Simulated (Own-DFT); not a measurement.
# Shaking the atoms of hexagonal WC, 64 atoms (C32W32)

Calculated results; nothing here was measured. The program, named Own-DFT, is a retired in-house plane-wave density functional code that no person has reviewed. Each row is one single-point run on a periodic cell that was not relaxed, without spin or spin-orbit coupling.

Settings of every run: PBE; PseudoDojo norm-conserving scalar-relativistic files; cutoff 50 hartree; 4 x 4 x 4 k mesh centred on Gamma; cold (Marzari-Vanderbilt) smearing of 0.2 eV.

Known limits, some of them of some rows only: some atoms lie very close together; forces on such cells moved up to 12 meV/angstrom on a denser k mesh; stress not checked against mesh or cutoff.

Cell vectors in Å: (5.833, -5.052, -2.839); (0.000, -5.052, 8.518); (-5.833, -5.052, -2.839). In each run every atom was moved at random and independently from its ideal site; u is the rms move along one axis. E is the free energy for each atom above the fitted value at u = 0, and F the rms of the force components.

| run | u (Å) | E (meV/atom) | F (eV/Å) | largest force (eV/Å) | P (GPa) |
|---|---|---|---|---|---|
| 1 | 0.0201 | 15.4 | 0.554 | 2.34 | 3.33 |
| 2 | 0.0209 | ? | ? | ? | ? |
| 3 | 0.0457 | 91.2 | 1.478 | 6.05 | 6.50 |
| 4 | 0.0468 | 85.5 | 1.358 | 5.85 | 6.13 |
| 5 | 0.0470 | 83.1 | 1.323 | 6.06 | 6.07 |
| 6 | 0.0964 | 361.0 | 2.869 | 11.30 | 17.90 |
| 7 | 0.0977 | 381.1 | 3.084 | 12.18 | 18.44 |
| 8 | 0.0990 | 380.0 | 2.970 | 12.57 | 18.05 |
| 9 | 0.1491 | 862.2 | 4.624 | 17.02 | 37.51 |

## Worked fit

For small independent moves the energy grows as E = (3/2) K u², with K the mean stiffness felt by one atom. The runs with u up to 0.11 Å give K = 26.3 ± 0.6 eV/Å², with residuals divided by u² + 0.0006 Å², since the noise grows with the moves. The scatter is 5.1 meV/atom at u = 0.05 Å. The forces follow F = G u with G = 29.8 eV/Å²; no force at u = 0 is resolved. G exceeds K because the moves of its neighbours add to the force on an atom, and stiffness differs between atoms. At u = 0.149 Å the parabola gives 878 meV/atom and the run 862. The pressure follows P = 2.74 + 1611 u² GPa: at fixed volume, shortened bonds push harder than stretched ones pull.

## Withheld run

Question: what energy and rms force should run 2 give?

The fit gives 17 ± 2 meV/atom and about 0.62 eV/Å. The calculation gave 16.0 meV/atom and 0.559 eV/Å.
